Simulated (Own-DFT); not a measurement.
Simulation results for SiC (twinned 3C silicon carbide, strained, atoms displaced)

A calculation, not a measurement: plane-wave PBE density functional theory by an unreviewed code, no spin, of a simulated periodic cell, stress positive in tension, free energy of the whole cell less one offset for each atom, forces on such cells passed a denser k mesh, this cell's mesh not checked; offsets are fitted by least squares, one for each functional and potential file, so energies compare only between cells with the same atoms and settings and are not formation energies; the far tail of each file's local potential was reset to the Coulomb form; each entry is a single point on an unrelaxed cell, so the pressure reflects the starting lattice, mostly measured values (interpolated for alloys), from which strain is counted, and rises with the displacements; printed positions are rounded, which can move forces by about a meV/angstrom; the program, named Own-DFT, is a retired in-house code; no spin-orbit coupling. Program: Own-DFT development build.

Settings shared by all entries: functional PBE; potential files PseudoDojo norm-conserving, scalar-relativistic, standard set; wave cutoff 42 hartree; occupations Fermi-Dirac; smearing width 0.1 eV; hardware one NVIDIA H100; k mesh 5 x 5 x 2 centred on Gamma.

(1) 
```cif
# cell vector a (Å): 4.2689 -4.2779 -0.0979
# cell vector b (Å): 0.1360 4.3160 -4.3311
# cell vector c (Å): 8.7458 8.9597 8.7180
data_SiC
_symmetry_space_group_name_H-M 'P 1'
_symmetry_Int_Tables_number 1
_cell_length_a 6.0443
_cell_length_b 6.1159
_cell_length_c 15.2568
_cell_angle_alpha 88.710
_cell_angle_beta 91.148
_cell_angle_gamma 118.183
_cell_volume 496.97
loop_
_atom_site_label
_atom_site_type_symbol
_atom_site_fract_x
_atom_site_fract_y
_atom_site_fract_z
_atom_site_occupancy
Si1 Si 0.00095 0.00551 0.44062 1
C1 C 0.99272 0.98928 0.06437 1
Si2 Si 0.18512 0.33847 0.10872 1
C2 C 0.17243 0.32892 0.22678 1
Si3 Si 0.33201 0.16342 0.27194 1
C3 C 0.33692 0.16970 0.39517 1
Si4 Si 0.99526 0.49788 0.43227 1
C4 C 0.00469 0.49447 0.06722 1
Si5 Si 0.17396 0.84409 0.10063 1
C5 C 0.15531 0.83493 0.22163 1
Si6 Si 0.32605 0.65383 0.26999 1
C6 C 0.34429 0.67864 0.39334 1
Si7 Si 0.49970 0.00030 0.44197 1
C7 C 0.50954 0.99678 0.06623 1
Si8 Si 0.67856 0.34964 0.10387 1
C8 C 0.66202 0.32671 0.22742 1
Si9 Si 0.82203 0.17270 0.27695 1
C9 C 0.81477 0.15519 0.39880 1
Si10 Si 0.51641 0.51788 0.43265 1
C10 C 0.50797 0.51184 0.06361 1
Si11 Si 0.67345 0.83436 0.10457 1
C11 C 0.67024 0.82748 0.23546 1
Si12 Si 0.83244 0.66710 0.26967 1
C12 C 0.84210 0.66437 0.39556 1
Si13 Si 0.99544 0.01099 0.93498 1
C13 C 0.00604 0.99481 0.56133 1
Si14 Si 0.83177 0.67085 0.59899 1
C14 C 0.83449 0.65633 0.73229 1
Si15 Si 0.66937 0.81713 0.77279 1
C15 C 0.67408 0.84083 0.89431 1
Si16 Si 0.01124 0.47963 0.93778 1
C16 C 0.00451 0.51006 0.56230 1
Si17 Si 0.82898 0.16380 0.60137 1
C17 C 0.83127 0.16732 0.71837 1
Si18 Si 0.65974 0.32560 0.76849 1
C18 C 0.66669 0.34003 0.89740 1
Si19 Si 0.49202 0.99960 0.94041 1
C19 C 0.48369 0.99875 0.56902 1
Si20 Si 0.34629 0.67154 0.60326 1
C20 C 0.36049 0.66174 0.72846 1
Si21 Si 0.17303 0.83367 0.76995 1
C21 C 0.16572 0.82934 0.89487 1
Si22 Si 0.49608 0.50493 0.93671 1
C22 C 0.49194 0.50537 0.56002 1
Si23 Si 0.34609 0.18358 0.60878 1
C23 C 0.33969 0.16238 0.73355 1
Si24 Si 0.17035 0.34241 0.77159 1
C24 C 0.17064 0.33923 0.88853 1
_calc_free_energy_of_cell_above_offsets '-3.662'  # eV
_calc_pressure 5.28  # GPa
_calc_stress_xx -5.81  # GPa
_calc_stress_yy -7.33  # GPa
_calc_stress_zz -2.7  # GPa
_calc_stress_yz 4.11  # GPa
_calc_stress_xz -5.72  # GPa
_calc_stress_xy 9.08  # GPa
_calc_wall_time 186.5  # s
```

Force:
```
element  x (eV/Å)  y (eV/Å)  z (eV/Å)
     Si     0.092    -1.769    -0.217
      C     0.258    -0.017    -3.356
     Si     -2.14     -0.19     0.195
      C     0.302     2.579     1.092
     Si    -0.313    -0.867     0.536
      C    -0.071     0.905    -0.242
     Si     3.001     -0.41     1.726
      C    -0.032    -0.916    -1.726
     Si     0.325    -1.256     1.802
      C     2.127     0.078     1.522
     Si     0.253     0.277    -1.831
      C    -1.202     0.602     0.825
     Si    -1.243     0.963     0.432
      C    -1.193      1.37    -2.038
     Si     -0.28    -1.263     1.886
      C     0.235     1.372    -0.869
     Si    -0.178    -3.389     0.565
      C     1.586    -0.396    -1.504
     Si    -0.788     0.056     2.311
      C    -1.049    -0.473     0.097
     Si      1.02     1.081     1.191
      C    -2.123     1.269    -2.168
     Si     0.808    -1.139     0.796
      C     -0.88     1.204    -2.091
     Si      1.14    -1.459     1.647
      C     0.348     1.651    -0.762
     Si     1.146     0.459     1.519
      C    -0.242    -1.193    -1.399
     Si      1.04     0.359     -2.51
      C    -0.897     1.064     0.634
     Si    -1.132     4.736     -1.75
      C    -0.643     -1.39     0.649
     Si     0.175    -0.493     -1.18
      C     2.752     1.444     2.584
     Si     2.336    -0.465     0.232
      C    -0.045    -1.187     0.752
     Si     0.343    -0.676    -0.848
      C     0.584    -2.494    -1.493
     Si    -1.181      2.31     0.811
      C    -2.468     1.979    -0.136
     Si     0.172    -0.676     1.128
      C     0.158      0.42     0.418
     Si     1.422     -0.71    -0.432
      C     1.018    -2.233     -0.18
     Si    -1.671     0.427     0.677
      C    -2.048     0.782    -0.851
     Si    -2.242    -2.123     -0.54
      C     1.421    -0.201     2.095
```

(2) 
```cif
# cell vector a (Å): 4.3198 -4.3311 0.1116
# cell vector b (Å): 0.0012 4.4439 -4.4767
# cell vector c (Å): 9.0460 8.8454 8.9087
data_SiC
_symmetry_space_group_name_H-M 'P 1'
_symmetry_Int_Tables_number 1
_cell_length_a 6.1181
_cell_length_b 6.3079
_cell_length_c 15.4737
_cell_angle_alpha 90.330
_cell_angle_beta 88.934
_cell_angle_gamma 120.766
_cell_volume 513.03
loop_
_atom_site_label
_atom_site_type_symbol
_atom_site_fract_x
_atom_site_fract_y
_atom_site_fract_z
_atom_site_occupancy
Si1 Si 0.00190 0.01134 0.43724 1
C1 C 0.01202 0.98647 0.06113 1
Si2 Si 0.16906 0.35152 0.10093 1
C2 C 0.15302 0.33988 0.22385 1
Si3 Si 0.33958 0.16217 0.26730 1
C3 C 0.33004 0.15920 0.39446 1
Si4 Si 0.99827 0.50146 0.44257 1
C4 C 0.00679 0.50308 0.05896 1
Si5 Si 0.16615 0.82676 0.09669 1
C5 C 0.16491 0.82876 0.22755 1
Si6 Si 0.34012 0.67081 0.27245 1
C6 C 0.33020 0.65398 0.40293 1
Si7 Si 0.48886 0.98878 0.44066 1
C7 C 0.50021 0.99977 0.05858 1
Si8 Si 0.66819 0.34091 0.10833 1
C8 C 0.66759 0.33222 0.22884 1
Si9 Si 0.81513 0.16296 0.27131 1
C9 C 0.83946 0.15319 0.39699 1
Si10 Si 0.50753 0.50959 0.44094 1
C10 C 0.49529 0.49091 0.06463 1
Si11 Si 0.67994 0.84012 0.09931 1
C11 C 0.66066 0.82126 0.23011 1
Si12 Si 0.83145 0.66243 0.26855 1
C12 C 0.83755 0.64924 0.39679 1
Si13 Si 0.99797 0.99985 0.94251 1
C13 C 0.00325 0.01106 0.56093 1
Si14 Si 0.82847 0.65806 0.60432 1
C14 C 0.85285 0.67041 0.72837 1
Si15 Si 0.66853 0.82984 0.77108 1
C15 C 0.66213 0.81861 0.89943 1
Si16 Si 0.00415 0.49459 0.93690 1
C16 C 0.00916 0.51279 0.56031 1
Si17 Si 0.82903 0.15873 0.59946 1
C17 C 0.84390 0.16864 0.72751 1
Si18 Si 0.66743 0.31976 0.77394 1
C18 C 0.66176 0.32463 0.89540 1
Si19 Si 0.51608 0.00963 0.93822 1
C19 C 0.50005 0.01859 0.56775 1
Si20 Si 0.32942 0.65760 0.60741 1
C20 C 0.31720 0.66055 0.72659 1
Si21 Si 0.16608 0.82902 0.77232 1
C21 C 0.15669 0.82342 0.89838 1
Si22 Si 0.49869 0.48548 0.93359 1
C22 C 0.50905 0.50263 0.56948 1
Si23 Si 0.31564 0.16697 0.60722 1
C23 C 0.33465 0.16144 0.72933 1
Si24 Si 0.16561 0.33803 0.76267 1
C24 C 0.17288 0.33811 0.89559 1
_calc_free_energy_of_cell_above_offsets '-3.920'  # eV
_calc_pressure -1.21  # GPa
_calc_stress_xx -2.54  # GPa
_calc_stress_yy 1.15  # GPa
_calc_stress_zz 5.01  # GPa
_calc_stress_yz -3.25  # GPa
_calc_stress_xz 5.25  # GPa
_calc_stress_xy 8.33  # GPa
_calc_wall_time 173.3  # s
```

Force:
```
element  x (eV/Å)  y (eV/Å)  z (eV/Å)
     Si      0.35    -2.181     1.905
      C    -0.391     2.584    -1.765
     Si     0.345    -0.522     2.645
      C     1.347    -0.405     1.155
     Si      -1.7     2.379     0.467
      C     0.907    -0.135    -0.796
     Si    -0.883    -1.878     0.473
      C    -1.028     0.652     0.548
     Si     2.041     0.461     1.163
      C     0.365    -0.601    -0.683
     Si    -1.847     0.514     1.411
      C    -0.374    -0.374    -1.941
     Si     0.726       0.1    -0.646
      C       2.2     0.093    -0.091
     Si    -1.222    -1.558    -0.006
      C    -0.046     0.134    -0.423
     Si     1.844    -1.872     0.497
      C    -1.927     2.512    -1.599
     Si    -0.445    -1.233     1.544
      C     0.706    -0.888    -1.958
     Si    -0.702     1.019     1.705
      C     0.611    -0.369    -1.893
     Si     1.011     0.695     0.568
      C    -0.565      1.49    -1.937
     Si    -0.731    -2.001    -0.909
      C    -1.315    -0.402     1.357
     Si      2.43     0.126     -0.89
      C    -2.438     1.268     1.168
     Si     0.191    -0.427     0.074
      C     -0.21    -0.043    -1.615
     Si    -0.197      0.43    -0.748
      C    -0.141     0.345     2.032
     Si     1.134     1.885    -0.708
      C    -1.961     0.282     0.959
     Si    -0.553    -0.246    -1.949
      C     0.802    -0.877    -0.475
     Si    -2.176    -0.321     1.724
      C    -1.758    -1.455     1.199
     Si     0.184     0.278    -2.265
      C      2.27    -0.507     -0.13
     Si     0.998     0.832    -0.275
      C     0.722    -0.596     -1.27
     Si     1.141     1.735     0.143
      C    -2.626     0.333     -0.24
     Si     2.027    -1.498    -0.237
      C     0.027     0.768    -0.138
     Si     2.406     0.059     2.152
      C    -1.549    -0.584     0.698
```

(3) 
```cif
# cell vector a (Å): 4.4754 -4.4071 -0.0267
# cell vector b (Å): -0.0465 4.3339 -4.4071
# cell vector c (Å): 8.7789 8.6958 8.9352
data_SiC
_symmetry_space_group_name_H-M 'P 1'
_symmetry_Int_Tables_number 1
_cell_length_a 6.2811
_cell_length_b 6.1812
_cell_length_c 15.2487
_cell_angle_alpha 91.277
_cell_angle_beta 89.565
_cell_angle_gamma 119.622
_cell_volume 514.52
loop_
_atom_site_label
_atom_site_type_symbol
_atom_site_fract_x
_atom_site_fract_y
_atom_site_fract_z
_atom_site_occupancy
Si1 Si 0.98940 0.99738 0.43627 1
C1 C 0.00320 0.99195 0.06468 1
Si2 Si 0.15988 0.32555 0.09992 1
C2 C 0.15813 0.33416 0.22925 1
Si3 Si 0.33362 0.16562 0.27315 1
C3 C 0.33585 0.14817 0.39638 1
Si4 Si 0.97863 0.47858 0.43926 1
C4 C 0.98229 0.48459 0.06168 1
Si5 Si 0.15882 0.82517 0.10468 1
C5 C 0.15465 0.83699 0.22466 1
Si6 Si 0.31432 0.65784 0.27233 1
C6 C 0.34281 0.66488 0.39683 1
Si7 Si 0.48020 0.00759 0.44229 1
C7 C 0.52024 0.00386 0.06510 1
Si8 Si 0.66055 0.32796 0.10984 1
C8 C 0.66765 0.33223 0.23124 1
Si9 Si 0.84421 0.17085 0.27087 1
C9 C 0.83035 0.16632 0.39651 1
Si10 Si 0.49431 0.49335 0.43359 1
C10 C 0.49826 0.49514 0.06874 1
Si11 Si 0.65977 0.82076 0.10067 1
C11 C 0.66774 0.82318 0.22697 1
Si12 Si 0.82833 0.66597 0.27501 1
C12 C 0.84165 0.67720 0.39644 1
Si13 Si 0.99646 0.00912 0.93876 1
C13 C 0.99668 0.99291 0.56210 1
Si14 Si 0.84709 0.68872 0.59962 1
C14 C 0.83162 0.67639 0.72772 1
Si15 Si 0.65786 0.82126 0.76758 1
C15 C 0.67507 0.82387 0.90128 1
Si16 Si 0.99314 0.50587 0.93092 1
C16 C 0.00418 0.51133 0.56270 1
Si17 Si 0.84148 0.15999 0.60177 1
C17 C 0.83064 0.16951 0.73005 1
Si18 Si 0.66078 0.34687 0.77516 1
C18 C 0.67595 0.32816 0.90126 1
Si19 Si 0.50138 0.00250 0.94267 1
C19 C 0.48882 0.00189 0.56390 1
Si20 Si 0.31827 0.65760 0.60468 1
C20 C 0.34204 0.68016 0.73029 1
Si21 Si 0.17961 0.84143 0.77473 1
C21 C 0.17091 0.82642 0.89847 1
Si22 Si 0.49812 0.49588 0.93815 1
C22 C 0.50190 0.50285 0.57083 1
Si23 Si 0.34380 0.17318 0.60595 1
C23 C 0.34484 0.17323 0.73113 1
Si24 Si 0.17683 0.32728 0.77249 1
C24 C 0.16005 0.32644 0.89356 1
_calc_free_energy_of_cell_above_offsets '-3.953'  # eV
_calc_pressure -1.97  # GPa
_calc_stress_xx 4.05  # GPa
_calc_stress_yy -1.26  # GPa
_calc_stress_zz 3.1  # GPa
_calc_stress_yz 3.65  # GPa
_calc_stress_xz -0.54  # GPa
_calc_stress_xy -3.44  # GPa
_calc_wall_time 190.1  # s
```

Force:
```
element  x (eV/Å)  y (eV/Å)  z (eV/Å)
     Si     1.283    -0.016    -0.309
      C    -1.166     0.074    -0.812
     Si     0.782     1.209     0.381
      C     0.722     -1.13     0.266
     Si    -0.969    -0.686    -0.751
      C    -2.632     3.405    -2.815
     Si     2.287     0.115     -2.74
      C     0.903    -0.351    -1.034
     Si     0.142     -1.37    -0.315
      C     1.775     0.424     1.811
     Si      1.19    -0.669    -1.772
      C    -1.592     1.531     0.045
     Si     2.163    -4.556     2.573
      C    -2.128      1.39     0.754
     Si     0.067    -0.743    -0.761
      C     0.431     0.588     0.847
     Si    -2.012     0.168     1.111
      C    -0.959    -0.076     0.987
     Si     1.569     0.745     0.492
      C    -2.075    -1.184     0.059
     Si      2.44     0.819      0.08
      C     -0.18     1.731    -0.116
     Si    -0.943    -1.099    -1.279
      C    -1.032    -0.392      2.07
     Si     0.604     -1.43     1.466
      C     1.213    -0.056    -2.956
     Si    -0.645     0.363     4.401
      C     1.295    -1.314     0.342
     Si     2.246     1.669     -1.32
      C    -1.983     0.626    -1.211
     Si     2.466    -0.161     2.326
      C    -1.128    -0.606     1.412
     Si    -0.399     3.221     -0.03
      C     0.385    -0.499    -0.027
     Si     0.913    -2.581    -0.161
      C    -2.868     0.834     -1.04
     Si         0    -1.507     0.586
      C     1.107    -1.468      0.48
     Si     1.716    -0.089    -1.105
      C    -1.551    -0.467     1.517
     Si    -1.278     0.356    -0.011
      C     0.134     1.095    -1.972
     Si     0.627     0.341     0.835
      C    -1.252    -1.214    -1.557
     Si    -0.239     1.005      0.25
      C     -0.74     0.002     0.566
     Si    -2.007     1.392    -1.173
      C     1.321     0.562    -0.391
```
